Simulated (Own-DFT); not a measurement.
# One host, several defects: C11b WSi2

No measurement is shown. These are fixed-geometry runs of a retired plane-wave code named Own-DFT, which no person has reviewed; spin and spin-orbit coupling are neglected.

All runs used: PBEsol; PseudoDojo norm-conserving scalar-relativistic files, made for PBE; cutoff 50 hartree; 5 x 5 x 5 k mesh centred on Gamma; cold (Marzari-Vanderbilt) smearing of 0.2 eV.

Keep in mind: forces on such cells failed a check on a denser k mesh; stress not checked against mesh or cutoff.

All runs share one cell, with vectors in Å (-2.148, -5.953, 3.409); (-6.444, 2.976, 1.136); (-2.553, -2.948, -6.757) and a volume of 403.2 Å³. The atoms are randomly displaced, by u rms on each axis. The defect's site can differ from row to row.

| cell | formula | u (Å) | P (GPa) |
|---|---|---|---|
| no defect | Si20W10 | 0.0202 | 0.35 |
| no defect | Si20W10 | 0.0217 | 0.31 |
| no defect | Si20W10 | 0.0489 | 2.46 |
| one Si vacancy | Si19W10 | 0.0244 | -1.08 |
| one Si vacancy | Si19W10 | 0.0319 | ? |
| one Si vacancy | Si19W10 | 0.0468 | 0.72 |
| one Si vacancy | Si19W10 | 0.0519 | 0.66 |
| one W vacancy | Si20W9 | 0.0276 | -0.34 |
| one W vacancy | Si20W9 | 0.0302 | -0.49 |
| one W vacancy | Si20W9 | 0.0518 | 1.13 |
| one W on a Si site | Si19W11 | 0.0258 | 5.38 |
| one W on a Si site | Si19W11 | 0.0283 | 5.36 |
| one W on a Si site | Si19W11 | 0.0532 | 7.51 |
| one Si on a W site | Si21W9 | 0.0308 | 2.29 |
| one Si on a W site | Si21W9 | 0.0309 | 2.13 |
| one Si on a W site | Si21W9 | 0.0487 | 3.54 |

## Working it out

P = P0 + c u² + a shift for each defect gives P0 = -0.01 GPa, c = 961 ± 55 GPa/Å² and a scatter of 0.19 GPa. The shifts, and each times the cell's volume:

- one W on a Si site: 4.72 ± 0.15 GPa, 11.9 eV
- one Si on a W site: 1.29 ± 0.15 GPa, 3.3 eV
- one W vacancy: -1.29 ± 0.15 GPa, -3.2 eV
- one Si vacancy: -1.65 ± 0.16 GPa, -4.2 eV

A positive shift means that the defect pushes the cell outwards. Shift times volume (160.2 GPa Å³ is 1 eV) depends little on the cell's size, so, taken for each site, it can be compared between cells at like pressure. The atoms around the defects weren't relaxed, which would change these numbers.

## Test on the hidden row

Q: what pressure belongs in the blank (one Si vacancy, u = 0.0319 Å)?

The fit gives -0.68 ± 0.22 GPa. The hidden result is -0.50 GPa.
